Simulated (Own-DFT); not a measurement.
# Computed records: GaN (wurtzite, atoms displaced)

Computed with Own-DFT development build. A calculation, not a measurement: plane-wave PBE density functional theory by an unreviewed code, no spin, of a simulated periodic cell, stress positive in tension, free energy of the whole cell less one offset for each atom, forces on such cells passed a denser k mesh, this cell's mesh not checked; offsets are fitted by least squares, one for each functional and potential file, so energies compare only between cells with the same atoms and settings and are not formation energies; the far tail of each file's local potential was reset to the Coulomb form; each entry is a single point on an unrelaxed cell, so the pressure reflects the starting lattice, mostly measured values (interpolated for alloys), from which strain is counted, and rises with the displacements; printed positions are rounded, which can move forces by about a meV/angstrom; the program, named Own-DFT, is a retired in-house code; no spin-orbit coupling.

Common to all runs: functional PBE; potential files PseudoDojo norm-conserving, scalar-relativistic, standard set with the stringent files for Ga; wave cutoff 96 hartree; occupations Gaussian; smearing width 0.01 eV; k mesh 3 x 4 x 3 centred on Gamma.

(1) 
```cif
# cell vector a (Å): 12.7560 0.0000 0.0000
# cell vector b (Å): -4.7835 8.2853 0.0000
# cell vector c (Å): 0.0000 0.0000 10.3700
data_GaN
_symmetry_space_group_name_H-M 'P 1'
_symmetry_Int_Tables_number 1
_cell_length_a 12.7560
_cell_length_b 9.5670
_cell_length_c 10.3700
_cell_angle_alpha 90.000
_cell_angle_beta 90.000
_cell_angle_gamma 120.000
_cell_volume 1095.98
loop_
_atom_site_label
_atom_site_type_symbol
_atom_site_fract_x
_atom_site_fract_y
_atom_site_fract_z
_atom_site_occupancy
Ga1 Ga 0.07927 0.21920 0.00096 1
Ga2 Ga 0.16665 0.11077 0.25061 1
N1 N 0.08398 0.22145 0.18751 1
N2 N 0.16692 0.10940 0.43669 1
Ga3 Ga 0.08299 0.22332 0.50105 1
Ga4 Ga 0.16769 0.10820 0.75083 1
N3 N 0.08433 0.22379 0.68635 1
N4 N 0.16687 0.10999 0.93767 1
Ga5 Ga 0.08251 0.55764 0.99875 1
Ga6 Ga 0.16488 0.44521 0.25301 1
N5 N 0.08134 0.55449 0.19123 1
N6 N 0.16457 0.44444 0.44010 1
Ga7 Ga 0.08476 0.55495 0.50229 1
Ga8 Ga 0.16821 0.44689 0.75008 1
N7 N 0.08396 0.55653 0.69018 1
N8 N 0.16781 0.44496 0.94101 1
Ga9 Ga 0.08598 0.88939 0.99636 1
Ga10 Ga 0.16728 0.77459 0.24988 1
N9 N 0.08107 0.88598 0.18868 1
N10 N 0.16834 0.78328 0.43987 1
Ga11 Ga 0.08412 0.89160 0.50216 1
Ga12 Ga 0.16621 0.77782 0.75034 1
N11 N 0.08557 0.88980 0.69056 1
N12 N 0.16592 0.77743 0.94106 1
Ga13 Ga 0.33263 0.22255 0.99857 1
Ga14 Ga 0.41809 0.10954 0.25188 1
N13 N 0.33424 0.22301 0.19008 1
N14 N 0.41657 0.11261 0.43472 1
Ga15 Ga 0.33656 0.22120 0.49979 1
Ga16 Ga 0.41565 0.10966 0.75136 1
N15 N 0.33425 0.22010 0.68887 1
N16 N 0.41533 0.11448 0.93449 1
Ga17 Ga 0.33427 0.55752 0.99859 1
Ga18 Ga 0.41570 0.44065 0.24651 1
N17 N 0.33199 0.55518 0.19014 1
N18 N 0.41866 0.44430 0.43735 1
Ga19 Ga 0.33107 0.55357 0.49729 1
Ga20 Ga 0.41739 0.44558 0.75347 1
N19 N 0.33272 0.55643 0.68966 1
N20 N 0.41499 0.44406 0.93690 1
Ga21 Ga 0.33471 0.89070 0.99685 1
Ga22 Ga 0.41995 0.78152 0.24867 1
N21 N 0.33292 0.88892 0.18994 1
N22 N 0.41758 0.77718 0.43575 1
Ga23 Ga 0.33332 0.88980 0.50194 1
Ga24 Ga 0.41516 0.77793 0.75214 1
N23 N 0.33283 0.88659 0.68361 1
N24 N 0.41537 0.77897 0.93729 1
Ga25 Ga 0.58345 0.22296 0.99878 1
Ga26 Ga 0.66815 0.10832 0.24876 1
N25 N 0.58159 0.22208 0.18931 1
N26 N 0.66488 0.11012 0.43646 1
Ga27 Ga 0.58248 0.22085 0.50106 1
Ga28 Ga 0.66845 0.11263 0.75041 1
N27 N 0.58146 0.21901 0.68845 1
N28 N 0.66324 0.10767 0.93752 1
Ga29 Ga 0.58220 0.55355 0.99961 1
Ga30 Ga 0.66547 0.44254 0.25213 1
N29 N 0.58048 0.55415 0.19018 1
N30 N 0.66315 0.44373 0.43670 1
Ga31 Ga 0.58077 0.55699 0.50391 1
Ga32 Ga 0.66558 0.44229 0.74941 1
N31 N 0.58103 0.55413 0.68556 1
N32 N 0.66631 0.44408 0.94026 1
Ga33 Ga 0.58529 0.88780 0.99938 1
Ga34 Ga 0.66931 0.77855 0.25230 1
N33 N 0.58311 0.89094 0.18938 1
N34 N 0.66583 0.77971 0.43771 1
Ga35 Ga 0.58177 0.88862 0.50385 1
Ga36 Ga 0.66912 0.77566 0.74907 1
N35 N 0.58237 0.88907 0.68898 1
N36 N 0.66530 0.77920 0.93830 1
Ga37 Ga 0.83301 0.22171 0.99832 1
Ga38 Ga 0.91519 0.11047 0.25314 1
N37 N 0.83439 0.22332 0.18891 1
N38 N 0.91647 0.10972 0.44095 1
Ga39 Ga 0.83131 0.21958 0.50111 1
Ga40 Ga 0.91458 0.10890 0.75172 1
N39 N 0.83396 0.22483 0.69014 1
N40 N 0.91627 0.11018 0.94057 1
Ga41 Ga 0.83346 0.55483 0.99959 1
Ga42 Ga 0.91734 0.44525 0.24958 1
N41 N 0.82857 0.55326 0.18929 1
N42 N 0.91616 0.44240 0.43998 1
Ga43 Ga 0.83409 0.55485 0.50066 1
Ga44 Ga 0.91605 0.44420 0.75153 1
N43 N 0.83356 0.55407 0.68774 1
N44 N 0.91579 0.44558 0.93645 1
Ga45 Ga 0.83139 0.88442 0.00073 1
Ga46 Ga 0.91690 0.77743 0.24856 1
N45 N 0.83496 0.88877 0.18986 1
N46 N 0.91630 0.77850 0.43654 1
Ga47 Ga 0.82958 0.88424 0.49932 1
Ga48 Ga 0.91948 0.78050 0.75214 1
N47 N 0.83437 0.88783 0.68537 1
N48 N 0.91552 0.77749 0.94012 1
_calc_free_energy_of_cell_above_offsets '-10.512'  # eV
_calc_pressure 5.35  # GPa
_calc_stress_xx -5.11  # GPa
_calc_stress_yy -4.82  # GPa
_calc_stress_zz -6.12  # GPa
_calc_stress_yz -0.12  # GPa
_calc_stress_xz 0.32  # GPa
_calc_stress_xy -0.08  # GPa
```

Force:
```
element  x (eV/Å)  y (eV/Å)  z (eV/Å)
     Ga     0.801     0.491         0
     Ga      0.09    -0.256    -0.268
      N     -0.44     0.082     0.462
      N    -0.143     0.592     0.568
     Ga     0.358    -0.441    -0.242
     Ga    -0.375     0.857    -0.261
      N    -0.051    -0.349      0.78
      N    -0.358     0.189     0.101
     Ga     0.449    -0.536     0.457
     Ga     0.424    -0.268    -0.582
      N     0.186     0.031    -0.644
      N     0.291    -0.115    -0.153
     Ga    -0.719     0.557    -0.158
     Ga    -0.079    -0.448     0.314
      N     -0.19    -0.086     0.056
      N    -0.495    -0.157    -0.336
     Ga    -0.693     0.068     1.021
     Ga    -0.504     0.618      0.28
      N     0.557      0.23    -0.425
      N     0.034    -0.844    -0.047
     Ga    -0.199    -0.289    -0.463
     Ga     0.421    -0.114     -0.02
      N    -0.349    -0.252    -0.128
      N     0.423     0.085    -0.682
     Ga    -0.139     0.002     0.583
     Ga    -0.466     0.108    -0.607
      N     0.008    -0.663    -0.657
      N       0.5    -0.442     0.924
     Ga    -0.772     0.296    -0.043
     Ga     0.116    -0.148    -0.686
      N    -0.221     0.365    -0.065
      N     0.484    -0.387     0.733
     Ga    -0.289    -0.178     0.664
     Ga    -0.398     0.576     0.675
      N      0.09      0.17    -0.303
      N    -0.715    -0.148     0.082
     Ga      0.61     0.204     0.247
     Ga    -0.404    -0.329    -0.924
      N     0.379    -0.036    -0.318
      N     0.298     0.181     0.504
     Ga     -0.24     0.191     0.814
     Ga    -0.439    -0.638     0.138
      N     0.171    -0.027     -0.68
      N    -0.369     0.059     0.502
     Ga     0.307    -0.036    -1.085
     Ga     0.284    -0.023    -0.606
      N    -0.189     0.269     1.305
      N     0.467     0.058     0.311
     Ga    -0.214    -0.276     0.477
     Ga    -0.634     0.689     0.099
      N     0.635    -0.203    -0.434
      N     0.231    -0.017     0.408
     Ga    -0.078     0.246    -0.424
     Ga    -0.319    -0.337    -0.135
      N     0.147     0.252     0.116
      N     0.417     0.485     0.179
     Ga    -0.107     0.194     0.464
     Ga    -0.439    -0.002    -0.253
      N     0.531      0.42    -0.532
      N     0.454     0.194     0.896
     Ga     0.414    -0.114    -1.252
     Ga     0.035     0.107    -0.041
      N     0.435     0.108     1.127
      N    -0.016     0.122    -0.592
     Ga     -0.85     0.131     0.316
     Ga     -0.54    -0.319    -0.395
      N     0.809    -0.378    -0.578
      N    -0.077    -0.246     0.443
     Ga    -0.041     0.032    -0.618
     Ga    -0.661     0.235    -0.039
      N     0.427    -0.108     0.416
      N     0.652    -0.605    -0.243
     Ga    -0.253         0      0.33
     Ga     0.505     0.151    -0.245
      N    -0.017     -0.11    -0.334
      N    -0.245    -0.043    -0.095
     Ga     0.035     0.142    -0.155
     Ga     0.446     0.363    -0.377
      N     0.158    -0.441    -0.065
      N    -0.362    -0.404    -0.399
     Ga    -0.288     0.051     0.403
     Ga    -0.612    -0.065     0.386
      N     0.774      0.16     -0.28
      N      0.15     0.124    -0.117
     Ga    -0.429     0.019    -0.459
     Ga     0.198     0.249    -0.497
      N    -0.282     0.366     0.375
      N     0.217    -0.231      0.51
     Ga    -0.085     0.456     0.297
     Ga     0.118     -0.24     0.224
      N    -0.463     0.081    -0.269
      N     0.181    -0.191     0.455
     Ga     0.482     0.386    -0.274
     Ga    -0.231    -0.505    -0.327
      N    -0.056      0.02     0.654
      N     0.338     -0.02    -0.281
```

(2) 
```cif
# cell vector a (Å): 12.7560 0.0000 0.0000
# cell vector b (Å): -4.7835 8.2853 0.0000
# cell vector c (Å): 0.0000 0.0000 10.3700
data_GaN
_symmetry_space_group_name_H-M 'P 1'
_symmetry_Int_Tables_number 1
_cell_length_a 12.7560
_cell_length_b 9.5670
_cell_length_c 10.3700
_cell_angle_alpha 90.000
_cell_angle_beta 90.000
_cell_angle_gamma 120.000
_cell_volume 1095.98
loop_
_atom_site_label
_atom_site_type_symbol
_atom_site_fract_x
_atom_site_fract_y
_atom_site_fract_z
_atom_site_occupancy
Ga1 Ga 0.08066 0.22167 0.99558 1
Ga2 Ga 0.16695 0.11135 0.24979 1
N1 N 0.08185 0.21741 0.18957 1
N2 N 0.16673 0.11350 0.43377 1
Ga3 Ga 0.08142 0.22155 0.49813 1
Ga4 Ga 0.16240 0.10560 0.75269 1
N3 N 0.08339 0.22343 0.69036 1
N4 N 0.16802 0.11324 0.93780 1
Ga5 Ga 0.08334 0.55899 0.00161 1
Ga6 Ga 0.16928 0.44452 0.24994 1
N5 N 0.08337 0.56005 0.18937 1
N6 N 0.16672 0.44616 0.43953 1
Ga7 Ga 0.08404 0.55347 0.49881 1
Ga8 Ga 0.16784 0.44814 0.74795 1
N7 N 0.08316 0.55590 0.68929 1
N8 N 0.16600 0.44270 0.93955 1
Ga9 Ga 0.08270 0.89093 0.00024 1
Ga10 Ga 0.16763 0.77938 0.24902 1
N9 N 0.08364 0.88868 0.18851 1
N10 N 0.16544 0.77744 0.43546 1
Ga11 Ga 0.08000 0.88932 0.50081 1
Ga12 Ga 0.17104 0.77808 0.75190 1
N11 N 0.08376 0.88954 0.68754 1
N12 N 0.16725 0.78038 0.94123 1
Ga13 Ga 0.33620 0.22719 0.99973 1
Ga14 Ga 0.41525 0.10785 0.25113 1
N13 N 0.33334 0.22496 0.18911 1
N14 N 0.41774 0.11308 0.44208 1
Ga15 Ga 0.33475 0.22480 0.49926 1
Ga16 Ga 0.41761 0.10943 0.74993 1
N15 N 0.32952 0.22248 0.69192 1
N16 N 0.41602 0.11127 0.94074 1
Ga17 Ga 0.33849 0.56232 0.99543 1
Ga18 Ga 0.41834 0.44112 0.25132 1
N17 N 0.32994 0.55436 0.18658 1
N18 N 0.41634 0.44189 0.44338 1
Ga19 Ga 0.33019 0.55274 0.50063 1
Ga20 Ga 0.41674 0.44356 0.75142 1
N19 N 0.33351 0.55682 0.68657 1
N20 N 0.41588 0.44091 0.93438 1
Ga21 Ga 0.33234 0.88859 0.00355 1
Ga22 Ga 0.41717 0.77572 0.25382 1
N21 N 0.33451 0.89402 0.18728 1
N22 N 0.41460 0.78135 0.44160 1
Ga23 Ga 0.33205 0.88707 0.49896 1
Ga24 Ga 0.41939 0.77895 0.75092 1
N23 N 0.33724 0.88980 0.68720 1
N24 N 0.41402 0.77566 0.94007 1
Ga25 Ga 0.58225 0.22165 0.00152 1
Ga26 Ga 0.66743 0.10895 0.24956 1
N25 N 0.58126 0.22120 0.19411 1
N26 N 0.66625 0.11431 0.43917 1
Ga27 Ga 0.58303 0.22480 0.49998 1
Ga28 Ga 0.66839 0.11196 0.74965 1
N27 N 0.58513 0.22126 0.68870 1
N28 N 0.66977 0.11242 0.93674 1
Ga29 Ga 0.58479 0.55735 0.99946 1
Ga30 Ga 0.66635 0.44128 0.25162 1
N29 N 0.58303 0.55603 0.19261 1
N30 N 0.66373 0.44606 0.43780 1
Ga31 Ga 0.58399 0.55705 0.49915 1
Ga32 Ga 0.66747 0.44049 0.75205 1
N31 N 0.58274 0.55815 0.69044 1
N32 N 0.66666 0.44678 0.93817 1
Ga33 Ga 0.58235 0.89037 0.99935 1
Ga34 Ga 0.66981 0.78236 0.25204 1
N33 N 0.58165 0.89053 0.18740 1
N34 N 0.66666 0.77806 0.43921 1
Ga35 Ga 0.58359 0.89130 0.50035 1
Ga36 Ga 0.67031 0.78147 0.75339 1
N35 N 0.58605 0.89394 0.68832 1
N36 N 0.66491 0.77730 0.93893 1
Ga37 Ga 0.83499 0.22557 0.00099 1
Ga38 Ga 0.91647 0.11251 0.25185 1
N37 N 0.83607 0.22219 0.18672 1
N38 N 0.91820 0.11120 0.44107 1
Ga39 Ga 0.83499 0.22248 0.50077 1
Ga40 Ga 0.91874 0.11197 0.75047 1
N39 N 0.83302 0.22110 0.68786 1
N40 N 0.91779 0.11263 0.93933 1
Ga41 Ga 0.83441 0.55480 0.99772 1
Ga42 Ga 0.91524 0.44387 0.25058 1
N41 N 0.83263 0.55281 0.19040 1
N42 N 0.91748 0.44561 0.43956 1
Ga43 Ga 0.83554 0.55752 0.50026 1
Ga44 Ga 0.91637 0.44613 0.74904 1
N43 N 0.83330 0.55678 0.68798 1
N44 N 0.91573 0.44173 0.93765 1
Ga45 Ga 0.83169 0.88605 0.00254 1
Ga46 Ga 0.91632 0.77899 0.24847 1
N45 N 0.83238 0.88886 0.18964 1
N46 N 0.91739 0.77686 0.44025 1
Ga47 Ga 0.83412 0.88837 0.49850 1
Ga48 Ga 0.91722 0.78093 0.74871 1
N47 N 0.83140 0.88729 0.68674 1
N48 N 0.91594 0.78058 0.93843 1
_calc_free_energy_of_cell_above_offsets '-10.359'  # eV
_calc_pressure 5.41  # GPa
_calc_stress_xx -5.08  # GPa
_calc_stress_yy -5.59  # GPa
_calc_stress_zz -5.55  # GPa
_calc_stress_yz -0.04  # GPa
_calc_stress_xz 0.28  # GPa
_calc_stress_xy -0.35  # GPa
```

Force:
```
element  x (eV/Å)  y (eV/Å)  z (eV/Å)
     Ga     0.773     0.213     0.865
     Ga     -0.01    -0.076    -0.392
      N    -0.302      0.64    -0.357
      N     0.082     -0.24     0.977
     Ga     0.775     0.238     0.539
     Ga     0.323     0.857    -0.351
      N     0.114    -0.055    -0.513
      N    -0.108    -0.228     0.466
     Ga     0.405    -0.495    -0.108
     Ga    -0.886     -0.36    -0.298
      N     0.296    -0.741     0.026
      N     0.093    -0.487    -0.344
     Ga    -0.467     0.682      0.19
     Ga     0.138    -0.446     0.578
      N    -0.068     0.246    -0.248
      N    -0.031     0.777    -0.276
     Ga      0.11     0.221     0.074
     Ga    -0.091     0.058     0.086
      N     -0.28      0.05    -0.105
      N    -0.067     0.112     0.628
     Ga      1.05     0.373    -0.345
     Ga    -0.485     0.167    -0.217
      N     0.202    -0.499     0.236
      N    -0.082    -0.123    -0.418
     Ga    -0.384    -0.707     0.174
     Ga    -0.308     0.709      0.37
      N     0.375    -0.516     -0.18
      N     -0.24    -0.386    -0.443
     Ga    -0.378    -0.771     0.743
     Ga    -0.521     0.479     0.038
      N     0.705    -0.423    -0.478
      N      0.29     -0.13    -0.288
     Ga    -0.516    -1.709     0.706
     Ga    -0.744     0.594     0.224
      N      1.16     0.377     0.137
      N     -0.34     0.821    -0.804
     Ga     0.597      0.45    -0.037
     Ga    -0.123     0.053    -0.822
      N     0.129      0.11     0.497
      N     0.106      1.07     0.922
     Ga     0.022     0.286    -0.425
     Ga    -0.512     0.075    -0.405
      N     0.349    -0.935     0.571
      N     0.987    -0.755     -0.43
     Ga    -0.662     0.544     0.212
     Ga     0.018    -0.078    -0.318
      N    -0.431    -0.199      0.28
      N     0.275     1.111    -0.493
     Ga     0.245     0.075     0.147
     Ga    -0.274     0.514     0.212
      N     0.519    -0.122     -0.85
      N     0.521    -0.165    -0.216
     Ga     0.168     0.022     0.105
     Ga     0.009     0.111    -0.018
      N    -0.353     0.117     0.028
      N    -0.576     0.014     0.492
     Ga      -0.4    -0.319     0.411
     Ga    -0.288     0.419    -0.126
      N     0.305     0.269    -0.661
      N     0.962      0.05     0.341
     Ga    -0.268     0.025      0.71
     Ga      -0.7     0.603    -0.526
      N     0.586    -0.176    -0.131
      N     0.351    -0.393     0.378
     Ga     0.106     0.067     0.027
     Ga    -0.665    -0.651    -0.192
      N     0.471    -0.358     0.181
      N     -0.15     0.387     -0.08
     Ga    -0.016    -0.025       0.1
     Ga    -0.632    -0.487    -0.633
      N     0.118     -0.65     0.202
      N     0.111     0.301     0.351
     Ga     0.191    -0.573    -0.285
     Ga     0.513    -0.066     -0.14
      N    -0.614     0.031     0.468
      N    -0.568    -0.213    -0.483
     Ga    -0.457         0     0.007
     Ga    -0.421    -0.082    -0.044
      N     0.278     0.351     0.152
      N    -0.584    -0.696    -0.167
     Ga    -0.232      0.15      0.41
     Ga     0.494      0.16     0.076
      N    -0.254     0.381    -0.493
      N    -0.001    -0.301    -0.125
     Ga    -0.537    -0.501    -0.048
     Ga     0.203    -0.286     -0.05
      N      0.06     0.036     0.181
      N     0.021     0.695    -0.049
     Ga    -0.217     0.632    -0.292
     Ga     0.386    -0.302     0.276
      N       0.2     0.199     0.034
      N    -0.501     0.106    -0.596
     Ga    -0.253    -0.098     0.283
     Ga     0.042    -0.325      0.11
      N     0.473     0.529     0.139
      N     0.288    -0.415     -0.06
```
